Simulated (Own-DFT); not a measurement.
Simulation results for AlN (wurtzite, atoms displaced)

All values are calculated (Own-DFT development build). A calculation, not a measurement: plane-wave PBE density functional theory by an unreviewed code, no spin, of a simulated periodic cell, stress positive in tension, free energy of the whole cell less one offset for each atom, forces on such cells passed a denser k mesh, this cell's mesh not checked; offsets are fitted by least squares, one for each functional and potential file, so energies compare only between cells with the same atoms and settings and are not formation energies; the far tail of each file's local potential was reset to the Coulomb form; each entry is a single point on an unrelaxed cell, so the pressure reflects the starting lattice, mostly measured values (interpolated for alloys), from which strain is counted, and rises with the displacements; printed positions are rounded, which can move forces by about a meV/angstrom; the program, named Own-DFT, is a retired in-house code; no spin-orbit coupling.

Common to all runs: functional PBE; potential files PseudoDojo norm-conserving, scalar-relativistic, standard set; wave cutoff 42 hartree; occupations Fermi-Dirac; smearing width 0.1 eV; hardware one NVIDIA H100; k mesh 2 x 2 x 2 centred on Gamma.

(1) AlN (wurtzite, atoms displaced)

```
AlN
1.0
     12.4480     0.0000     0.0000
     -6.2240    10.7803     0.0000
      0.0000     0.0000     9.9640
Al N Al N Al N Al N Al N Al N Al N Al N Al N Al N Al N Al N Al N Al N Al N Al N Al N Al N Al N Al N Al N Al N Al N Al N Al N Al N Al N Al N Al N Al N Al N Al N
2 2 2 2 2 2 2 2 2 2 2 2 2 2 2 2 2 2 2 2 2 2 2 2 2 2 2 2 2 2 2 2 2 2 2 2 2 2 2 2 2 2 2 2 2 2 2 2 2 2 2 2 2 2 2 2 2 2 2 2 2 2 2 2
Direct
  0.08346 0.16606 0.99889
  0.16456 0.08263 0.25276
  0.08582 0.16982 0.19276
  0.16462 0.08196 0.44042
  0.08488 0.16645 0.50120
  0.16939 0.08395 0.75037
  0.08342 0.16510 0.69089
  0.16977 0.08477 0.93984
  0.08047 0.41396 0.00058
  0.16799 0.33215 0.25529
  0.08368 0.41516 0.19155
  0.16704 0.33353 0.44095
  0.08419 0.42014 0.49990
  0.16868 0.33627 0.75212
  0.08191 0.42071 0.68846
  0.16539 0.33479 0.94465
  0.08636 0.67002 0.00597
  0.16553 0.58150 0.25264
  0.08186 0.66539 0.19653
  0.16380 0.58095 0.43986
  0.08210 0.66772 0.50027
  0.16842 0.58458 0.74921
  0.08215 0.66716 0.69001
  0.16748 0.58138 0.94012
  0.07832 0.91267 0.99771
  0.16474 0.83051 0.25262
  0.08547 0.91534 0.19029
  0.16740 0.83228 0.44427
  0.08306 0.91635 0.50321
  0.16801 0.83387 0.75018
  0.08280 0.91616 0.68888
  0.16661 0.83451 0.94054
  0.33372 0.16739 0.00208
  0.41899 0.08368 0.25008
  0.33233 0.16582 0.19061
  0.41629 0.08156 0.44032
  0.33612 0.16847 0.49974
  0.41493 0.08024 0.75368
  0.33163 0.16672 0.68993
  0.41732 0.08183 0.93970
  0.33311 0.41920 0.00232
  0.41448 0.33044 0.25244
  0.33511 0.41832 0.19337
  0.41737 0.33196 0.43979
  0.33332 0.41543 0.50260
  0.41694 0.33285 0.75176
  0.33057 0.41701 0.69002
  0.41502 0.33348 0.93921
  0.33354 0.66654 0.99904
  0.41152 0.58124 0.24896
  0.33441 0.66717 0.19489
  0.41742 0.58231 0.43805
  0.33139 0.66663 0.50273
  0.41624 0.58032 0.74880
  0.33299 0.66723 0.68867
  0.41786 0.58179 0.94049
  0.32927 0.91091 0.99811
  0.41702 0.83273 0.24940
  0.33577 0.92020 0.18815
  0.41664 0.83268 0.44364
  0.33338 0.91637 0.50121
  0.41410 0.83441 0.75033
  0.33466 0.91671 0.68742
  0.41678 0.83721 0.93826
  0.58108 0.16493 0.99972
  0.66539 0.08321 0.25514
  0.58448 0.16632 0.19050
  0.66745 0.08102 0.44167
  0.58055 0.16455 0.50196
  0.66396 0.07898 0.75055
  0.58561 0.17116 0.69560
  0.66928 0.08388 0.93978
  0.58319 0.41619 0.99825
  0.66740 0.33599 0.25121
  0.58421 0.41691 0.19211
  0.66696 0.33108 0.44071
  0.58504 0.41808 0.50266
  0.66698 0.33512 0.75076
  0.58360 0.41743 0.69192
  0.66529 0.33498 0.94064
  0.58046 0.66519 0.00102
  0.66696 0.58256 0.24964
  0.58485 0.66707 0.18942
  0.66487 0.58599 0.44108
  0.58246 0.66705 0.50075
  0.66399 0.58306 0.74750
  0.58209 0.66896 0.69009
  0.66710 0.58201 0.94134
  0.58274 0.91584 0.00106
  0.66580 0.83156 0.24914
  0.58243 0.91725 0.19513
  0.66717 0.83427 0.44055
  0.58408 0.91606 0.50171
  0.66596 0.83189 0.74972
  0.58304 0.91690 0.68848
  0.66615 0.83219 0.94227
  0.83468 0.16557 0.99937
  0.91566 0.08209 0.24803
  0.83611 0.16709 0.19085
  0.91572 0.08247 0.44020
  0.83362 0.16587 0.50155
  0.91579 0.08388 0.74626
  0.83332 0.16712 0.68823
  0.91608 0.08285 0.93840
  0.83315 0.41534 0.99963
  0.91652 0.33417 0.24940
  0.83526 0.41865 0.19159
  0.91650 0.33273 0.44160
  0.83364 0.41764 0.50078
  0.91549 0.33412 0.74674
  0.83508 0.41832 0.69025
  0.91493 0.32974 0.94466
  0.83095 0.66417 0.00262
  0.91420 0.58196 0.25101
  0.83417 0.66713 0.18966
  0.91710 0.58023 0.44102
  0.83107 0.66620 0.49873
  0.91724 0.58494 0.75072
  0.83443 0.66803 0.69385
  0.91685 0.58692 0.93986
  0.83392 0.91971 0.00060
  0.91436 0.83013 0.25424
  0.83425 0.91699 0.18929
  0.91746 0.83331 0.44573
  0.83284 0.91408 0.49955
  0.91897 0.83263 0.74950
  0.83291 0.92048 0.69030
  0.91720 0.83232 0.94170
```

| Property | Result |
| --- | --- |
| free energy of cell above offsets | -62.350 eV |
| pressure | 3.78 GPa |
| stress xx | -2.82 GPa |
| stress yy | -4.05 GPa |
| stress zz | -4.46 GPa |
| stress yz | -0.29 GPa |
| stress xz | -0.18 GPa |
| stress xy | -0.12 GPa |
| wall time | 387.5 s |

Force:
```csv
element,x (eV/Å),y (eV/Å),z (eV/Å)
Al,0.077,0.118,0.234
Al,0.339,-0.228,-0.629
N,-0.096,-0.828,-0.456
N,0.669,0.154,0.398
Al,-0.693,-0.052,-0.183
Al,-0.729,-0.206,-0.024
N,0.009,0.671,0.283
N,-0.481,-0.564,0.194
Al,0.04,0.408,0.349
Al,-0.411,0.398,-0.805
N,0.001,0.295,0.109
N,0.062,0.079,0.743
Al,-0.017,-1.089,-0.132
Al,-0.965,-0.712,-0.136
N,0.797,-0.619,0.564
N,0.547,-0.212,-0.685
Al,-0.355,-0.872,-0.751
Al,0.084,-0.115,-0.375
N,0.244,0.026,-0.542
N,0.207,0.983,0.366
Al,0.388,-0.45,0.086
Al,-0.647,0.015,0.094
N,0.448,0.194,0.208
N,-0.449,0.51,0.354
Al,0.736,1.093,0.646
Al,0.471,0.9,-0.035
N,-0.87,-0.136,0.26
N,-0.375,0.299,-0.37
Al,0.329,0.154,-0.613
Al,-0.318,-0.237,-0.324
N,0.491,0.248,0.79
N,-0.009,-0.471,-0.18
Al,0.201,-0.277,-0.277
Al,-0.418,0.038,-0.216
N,0.17,0.035,0.389
N,-0.15,0.21,0.148
Al,-0.427,-0.747,-0.051
Al,0.079,0.898,-0.687
N,0.871,0.075,0.033
N,-0.606,-0.195,0.49
Al,0.153,-0.802,0.112
Al,0.306,0.559,-0.557
N,-0.116,-0.638,-0.337
N,-0.046,0.432,0.658
Al,-0.109,0.231,-0.827
Al,-0.355,-0.093,-0.327
N,0.957,-0.19,0.295
N,0.098,0.141,0.503
Al,0.06,0.061,0.192
Al,1.359,0.519,0.448
N,-0.686,-0.04,-1.06
N,-0.521,0.008,0.783
Al,0.42,-0.21,-0.948
Al,-0.513,0.8,0.096
N,0.319,-0.073,0.858
N,-0.721,0.393,-0.201
Al,-0.068,1.555,0.639
Al,-0.404,0.421,0.609
N,-0.14,-1.184,0.407
N,-0.123,0.027,-0.396
Al,0.193,-0.114,-0.599
Al,0.988,-0.252,-0.548
N,-0.577,0.134,0.812
N,0.564,-1.138,0.334
Al,0.684,0.285,-0.108
Al,0.671,0.22,-0.767
N,-0.141,0.453,0.13
N,-0.663,0.432,0.488
Al,0.739,0.171,0.169
Al,0.21,1.101,-0.121
N,-0.226,-1.144,-0.6
N,-0.487,-0.394,0.275
Al,-0.369,0.132,0.466
Al,0.372,-0.634,-0.26
N,-0.396,-0.166,-0.214
N,-0.458,0.45,0.348
Al,-0.028,-0.307,-0.645
Al,0.422,0.116,0.116
N,-0.313,-0.005,-0.213
N,0.563,-0.465,0.14
Al,1.013,0.217,-0.08
Al,-0.464,0.13,-0.111
N,-0.513,-0.412,0.293
N,0.735,-0.566,0.062
Al,-0.455,0.329,-0.465
Al,0.568,0.515,0.684
N,0.306,-0.727,0.068
N,-0.697,0.185,-0.299
Al,0.108,0.502,0.171
Al,-0.037,0.381,0.119
N,0.353,-0.189,-0.734
N,0.178,-0.467,-0.029
Al,-0.164,-0.086,-0.513
Al,-0.065,0.772,0.239
N,-0.182,-0.555,0.712
N,-0.207,0.046,-0.203
Al,-0.352,-0.166,0.368
Al,0.298,0.446,0.56
N,-0.807,-0.19,-0.012
N,0.449,-0.122,0.066
Al,0.051,0.134,-0.599
Al,0.213,0.261,0.311
N,-0.274,-0.01,0.647
N,0.378,0.208,0.08
Al,-0.198,0.453,-0.024
Al,0.375,-0.336,0.301
N,-0.382,-0.358,-0.266
N,-0.101,0.147,-0.07
Al,0.336,-0.723,-0.086
Al,0.27,-0.273,0.55
N,-0.624,0.066,0.289
N,-0.214,0.689,-0.988
Al,0.05,0.54,-0.707
Al,0.338,0.146,0.022
N,-0.201,-0.316,0.792
N,-0.995,0.822,-0.039
Al,0.607,-0.192,0.619
Al,0.076,-0.125,0.065
N,-0.527,-0.453,-0.846
N,0.826,-0.644,0.614
Al,0.346,-0.788,-0.375
Al,0.414,0.894,-0.604
N,0.028,-0.373,0.42
N,0.005,-0.393,-0.667
Al,-0.456,0.854,0.201
Al,-0.963,0.461,0.261
N,0.567,-1.204,0.082
N,-0.875,-0.115,-0.291
```

(2) AlN (wurtzite, atoms displaced)

```
AlN
1.0
     12.4480     0.0000     0.0000
     -6.2240    10.7803     0.0000
      0.0000     0.0000     9.9640
Al N Al N Al N Al N Al N Al N Al N Al N Al N Al N Al N Al N Al N Al N Al N Al N Al N Al N Al N Al N Al N Al N Al N Al N Al N Al N Al N Al N Al N Al N Al N Al N
2 2 2 2 2 2 2 2 2 2 2 2 2 2 2 2 2 2 2 2 2 2 2 2 2 2 2 2 2 2 2 2 2 2 2 2 2 2 2 2 2 2 2 2 2 2 2 2 2 2 2 2 2 2 2 2 2 2 2 2 2 2 2 2
Direct
  0.08747 0.16772 0.99623
  0.16623 0.08679 0.24833
  0.08196 0.16789 0.19261
  0.16444 0.08363 0.44142
  0.08333 0.16843 0.49860
  0.16730 0.08322 0.75005
  0.08401 0.16531 0.69104
  0.16396 0.08515 0.94212
  0.08128 0.41470 0.99679
  0.16891 0.33741 0.25017
  0.08233 0.41889 0.19301
  0.16495 0.33064 0.44355
  0.08647 0.41690 0.49882
  0.16796 0.33321 0.75061
  0.08129 0.41568 0.69352
  0.16690 0.33064 0.93786
  0.08506 0.66724 0.00234
  0.16882 0.58395 0.24594
  0.08231 0.66525 0.19209
  0.16831 0.58342 0.43953
  0.08604 0.66992 0.49813
  0.16503 0.58273 0.75088
  0.08512 0.66760 0.69045
  0.16633 0.58164 0.93827
  0.08486 0.91612 0.99852
  0.16612 0.83365 0.25086
  0.08174 0.91527 0.19195
  0.16163 0.82950 0.44135
  0.08240 0.91678 0.49976
  0.16512 0.82992 0.75213
  0.08174 0.91219 0.69076
  0.16704 0.83332 0.94130
  0.33549 0.16712 0.99737
  0.41352 0.08194 0.24855
  0.33286 0.16272 0.19121
  0.41654 0.08412 0.44026
  0.33537 0.16669 0.50034
  0.41706 0.08470 0.74965
  0.33629 0.16834 0.68991
  0.41654 0.08042 0.94210
  0.33415 0.41669 0.00112
  0.41955 0.33509 0.25163
  0.33082 0.41273 0.18895
  0.41645 0.33365 0.44029
  0.33261 0.41436 0.49993
  0.41595 0.33354 0.74914
  0.33415 0.41983 0.69118
  0.41696 0.33431 0.94168
  0.33679 0.67000 0.99990
  0.41667 0.58394 0.25173
  0.33404 0.66722 0.19219
  0.41622 0.58263 0.44304
  0.33536 0.67004 0.50108
  0.41710 0.58629 0.74973
  0.33225 0.66733 0.68952
  0.41939 0.58599 0.93696
  0.33229 0.91647 0.99968
  0.41686 0.83489 0.24921
  0.33470 0.91554 0.18932
  0.41611 0.83366 0.44089
  0.32778 0.91348 0.50435
  0.41506 0.82962 0.74975
  0.33184 0.91730 0.69289
  0.41845 0.83529 0.94182
  0.58064 0.16670 0.00198
  0.66555 0.08131 0.24951
  0.58132 0.16756 0.19173
  0.66569 0.08030 0.43837
  0.58502 0.16832 0.49982
  0.66662 0.08453 0.74765
  0.58053 0.16801 0.68962
  0.67231 0.08859 0.94321
  0.58477 0.41681 0.99889
  0.66641 0.33401 0.25203
  0.58450 0.41713 0.18985
  0.66468 0.33265 0.44046
  0.58297 0.41719 0.49829
  0.66463 0.33126 0.74778
  0.58345 0.41606 0.69210
  0.66957 0.33370 0.94372
  0.58428 0.66443 0.00076
  0.66848 0.58317 0.25079
  0.58766 0.66792 0.19172
  0.66807 0.58051 0.43904
  0.58444 0.66656 0.50284
  0.66496 0.58271 0.75360
  0.58411 0.66777 0.68756
  0.66855 0.58485 0.94068
  0.58132 0.91631 0.00108
  0.66559 0.83057 0.24881
  0.58533 0.91433 0.19082
  0.66896 0.83479 0.43976
  0.58477 0.91823 0.49973
  0.66650 0.83510 0.74959
  0.58127 0.91684 0.68993
  0.66542 0.83066 0.94171
  0.83140 0.16700 0.00174
  0.91624 0.08762 0.25400
  0.83269 0.16372 0.19092
  0.91739 0.08276 0.44062
  0.83259 0.16686 0.49955
  0.91265 0.08228 0.74960
  0.83324 0.16814 0.69342
  0.91676 0.08709 0.93951
  0.83386 0.41696 0.00167
  0.91764 0.33378 0.24926
  0.83471 0.42114 0.19194
  0.91410 0.33195 0.44016
  0.83572 0.41977 0.49829
  0.91645 0.33418 0.75180
  0.83067 0.41768 0.69114
  0.91595 0.33670 0.94499
  0.83191 0.66641 0.00150
  0.91722 0.58036 0.24987
  0.83465 0.67094 0.18764
  0.91342 0.58110 0.44156
  0.83572 0.66595 0.49923
  0.91752 0.58316 0.75106
  0.83329 0.66547 0.69125
  0.91516 0.58177 0.94212
  0.83097 0.91751 0.99555
  0.91630 0.83505 0.25016
  0.83283 0.91445 0.19103
  0.91725 0.83094 0.43629
  0.83229 0.91495 0.50245
  0.91971 0.83445 0.74744
  0.83295 0.91724 0.69137
  0.91494 0.83225 0.93850
```

| Property | Result |
| --- | --- |
| free energy of cell above offsets | -62.242 eV |
| pressure | 3.79 GPa |
| stress xx | -3.61 GPa |
| stress yy | -3.97 GPa |
| stress zz | -3.8 GPa |
| stress yz | 0.16 GPa |
| stress xz | 0 GPa |
| stress xy | 0.16 GPa |
| wall time | 378.1 s |

Force:
```csv
element,x (eV/Å),y (eV/Å),z (eV/Å)
Al,-1.791,-0.131,0.985
Al,0.147,-0.763,0.264
N,0.1,0.509,-0.474
N,0.725,0.084,-0.022
Al,0.111,-0.873,0.543
Al,-0.097,-0.243,-0.254
N,-0.422,0.142,-0.078
N,1.868,-0.735,-0.545
Al,0.482,0.15,0.45
Al,-0.502,-0.942,0.078
N,0.691,-0.367,-0.703
N,0.301,0.89,-0.643
Al,-0.964,0.052,0.372
Al,-0.301,-0.153,-0.446
N,0.414,0.097,-0.43
N,-0.15,0.935,0.604
Al,-0.517,-0.49,-0.289
Al,-0.469,0.133,0.78
N,0.428,0.423,-0.077
N,-0.124,0.151,0.035
Al,-0.257,-1.586,0.281
Al,0.223,-0.09,-0.425
N,-0.205,-0.414,-0.115
N,0.263,0.55,0.777
Al,-1.062,-0.026,0.463
Al,-0.055,-0.103,-0.243
N,0.453,0.628,-0.357
N,0.501,1.186,-0.245
Al,-0.182,0.021,-0.187
Al,-0.024,0.488,-0.201
N,0.461,1.025,-0.06
N,0.142,-0.162,0.054
Al,-0.493,-0.155,0.547
Al,0.7,-0.086,0.505
N,-0.648,1.08,-0.432
N,0.159,-0.659,0.187
Al,-0.643,-0.138,-0.365
Al,0.027,-0.463,0.119
N,-0.59,-0.276,0.371
N,-0.413,0.541,-0.489
Al,-0.311,0.204,-0.61
Al,-0.169,-0.702,-0.533
N,0.404,1.053,0.476
N,0.072,-0.12,0.131
Al,-0.201,0.487,0.252
Al,0.078,0.414,0.126
N,0.191,-0.407,-0.082
N,0.279,-0.169,-0.243
Al,-0.197,-0.683,-0.034
Al,0.544,-0.118,-0.084
N,0.282,0.085,-0.533
N,0.081,0.047,-0.245
Al,-0.037,-0.662,-0.425
Al,0.275,-0.238,-0.446
N,0.024,-0.264,0.323
N,-0.206,-0.425,0.882
Al,0.269,-0.207,0.055
Al,0.489,-0.19,0.35
N,-0.652,0.013,0.147
N,-0.112,0.365,0.053
Al,0.582,0.667,-0.652
Al,-0.357,0.98,0.08
N,0.257,-0.303,0.164
N,-0.423,-0.249,-0.33
Al,0.902,0.228,-0.05
Al,-0.141,0.209,-0.289
N,0.446,-0.328,0.125
N,-0.18,0.814,0.501
Al,-0.278,-0.543,-0.404
Al,-0.267,0.026,0.674
N,0.813,-0.481,0.045
N,-1.519,-1.249,-0.577
Al,0.113,0.054,0.052
Al,0.213,-0.048,-0.392
N,-0.201,0.025,0.056
N,0.441,0.239,0.203
Al,0.219,-0.114,0.547
Al,0.184,0.689,0.676
N,-0.455,0.121,-0.206
N,-0.776,-0.317,-0.598
Al,-0.186,0.454,0.091
Al,0.243,0.281,-0.252
N,-0.949,-1.015,-0.145
N,-0.484,0.619,0.386
Al,0.207,-0.02,-1.051
Al,0.506,0.231,-0.817
N,-0.086,0.004,0.951
N,-0.338,-0.652,0.17
Al,0.96,0.53,-0.181
Al,0.708,0.672,0.234
N,-0.926,0.228,-0.022
N,-0.463,-0.503,0.339
Al,-0.127,-0.658,-0.188
Al,0.1,-0.396,0.164
N,0.237,0.126,0.205
N,-0.601,0.342,-0.427
Al,0.97,0.494,-0.02
Al,0.828,-1.422,-0.78
N,-0.76,0.96,0.17
N,-0.485,0.101,0.681
Al,0.225,-0.156,0.118
Al,0.875,0.507,0.164
N,-0.249,-0.084,-0.709
N,0.275,-0.361,0.094
Al,-0.353,0.36,0.108
Al,-0.588,-0.217,0.05
N,0.153,-1.514,-0.011
N,0.576,0.346,0.07
Al,-0.398,-0.898,0.495
Al,-0.483,0.121,0.044
N,0.724,-0.326,-0.191
N,0.507,-0.745,-0.5
Al,0.559,0.417,-0.408
Al,-0.878,1.371,0.119
N,0.471,-1.001,0.801
N,1.095,0.709,-0.406
Al,-0.669,0.049,0.279
Al,-0.336,0.053,0.036
N,-0.188,0.222,-0.145
N,0.392,0.561,-0.035
Al,0.774,0.175,0.831
Al,0.098,-0.178,-0.529
N,-0.518,0.987,-0.312
N,-0.436,0.348,1.224
Al,0.475,0.189,-0.74
Al,-0.841,-0.713,0.553
N,0.089,-0.17,-0.033
N,0.334,0.438,0.01
```
